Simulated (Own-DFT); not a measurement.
# One host, several defects: C40 NbSi2

No measurement is shown. These are fixed-geometry runs of a retired plane-wave code named Own-DFT, which no person has reviewed; spin and spin-orbit coupling are neglected.

Common settings: PBE; PseudoDojo norm-conserving scalar-relativistic files; cutoff 42 hartree; 4 x 4 x 5 k mesh centred on Gamma; cold (Marzari-Vanderbilt) smearing of 0.2 eV.

Limits: forces on such cells failed a check on a denser k mesh; stress not checked against mesh or cutoff.

All runs share one cell, with vectors in Å (0.000, 8.324, 0.000); (-9.613, 0.000, 0.000); (0.000, 0.000, 6.586) and a volume of 527.0 Å³. Atoms were moved at random from their sites; u is the rms move along one axis. The defect's site can differ from row to row.

```
cell,formula,u (Å),P (GPa)
no defect,Nb12Si24,0.0184,1.44
no defect,Nb12Si24,0.0539,3.10
no defect,Nb12Si24,0.0593,3.16
two Nb on a Si site each,Nb14Si22,0.0279,7.53
two Nb on a Si site each,Nb14Si22,0.0288,7.36
two Nb on a Si site each,Nb14Si22,0.0526,8.78
two Si on a Nb site each,Nb10Si26,0.0275,1.48
two Si on a Nb site each,Nb10Si26,0.0297,1.78
two Si on a Nb site each,Nb10Si26,0.0548,2.67
two Nb vacancies,Nb10Si24,0.0265,-0.10
two Nb vacancies,Nb10Si24,0.0335,0.04
two Nb vacancies,Nb10Si24,0.0535,0.24
one Si vacancy,Nb12Si23,0.0274,0.94
one Si vacancy,Nb12Si23,0.0320,0.99
one Si vacancy,Nb12Si23,0.0498,1.88
one Si vacancy,Nb12Si23,0.0548,?
```

## Fit

P = P0 + c u² + a shift for each defect gives P0 = 1.45 GPa, c = 499 ± 63 GPa/Å² and a scatter of 0.25 GPa. The shifts, and each times the cell's volume:

- two Nb on a Si site each: 5.72 ± 0.21 GPa, 18.8 eV (9.4 eV for each of its 2 sites)
- two Si on a Nb site each: -0.24 ± 0.21 GPa, -0.8 eV (-0.4 eV for each of its 2 sites) (not resolved)
- one Si vacancy: -0.88 ± 0.21 GPa, -2.9 eV
- two Nb vacancies: -2.16 ± 0.21 GPa, -7.1 eV (-3.6 eV for each of its 2 sites)

Against the defect-free cell, a freed cell would be larger where the shift is positive and smaller where it is negative (160.2 GPa Å³ is 1 eV). The atoms around the defects weren't relaxed, which would change these numbers.

## Check

Question: what pressure belongs in the blank (one Si vacancy, u = 0.0548 Å)?

The fit gives 2.06 ± 0.31 GPa. The hidden result is 2.15 GPa.
